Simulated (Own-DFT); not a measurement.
# One host, several defects: wurtzite GaN

The numbers are computed, not measured, by runs of the plane-wave DFT program Own-DFT (in-house, retired, unreviewed) at fixed positions, with no spin and no spin-orbit coupling.

Common settings: PBE; PseudoDojo norm-conserving scalar-relativistic files; cutoff 42 hartree; 4 x 4 x 3 k mesh centred on Gamma; Fermi-Dirac smearing of 0.1 eV.

Caveats (not all hold for every row): not probed for a lower state with spin; forces not confirmed at this smearing and k mesh; stress not checked against mesh or cutoff.

All runs share one cell, with vectors in Å (9.567, 0.000, 0.000); (-4.784, 8.285, 0.000); (0.000, 0.000, 10.370) and a volume of 822.0 Å³. u is the rms random offset of the atoms per axis. The defect's site can differ from row to row.

```
               cell  formula   u (Å)  P (GPa)
          no defect  Ga36N36  0.0206     6.00
          no defect  Ga36N36  0.0210     5.97
          no defect  Ga36N36  0.0517     7.90
 one N on a Ga site  Ga35N37  0.0292        ?
 one N on a Ga site  Ga35N37  0.0302     5.43
 one N on a Ga site  Ga35N37  0.0478     6.39
 one N on a Ga site  Ga35N37  0.0490     6.73
one Ga on an N site  Ga37N35  0.0289    11.94
one Ga on an N site  Ga37N35  0.0303    12.20
one Ga on an N site  Ga37N35  0.0498    13.34
```

## Analysis

P = P0 + c u² + a shift for each defect gives P0 = 5.65 GPa, c = 828 ± 42 GPa/Å² and a scatter of 0.11 GPa. The shifts, and each times the cell's volume:

- one Ga on an N site: 5.67 ± 0.09 GPa, 29.1 eV
- one N on a Ga site: -1.01 ± 0.09 GPa, -5.2 eV

A positive shift means that the defect pushes the cell outwards. Shift times volume (160.2 GPa Å³ is 1 eV) depends little on the cell's size, so, taken for each site, it can be compared between cells at like pressure. The atoms around the defects weren't relaxed, which would change these numbers.

## Prediction

The question: what pressure belongs in the blank (one N on a Ga site, u = 0.0292 Å)?

The fit gives 5.35 ± 0.13 GPa. The run itself gave 5.51 GPa.
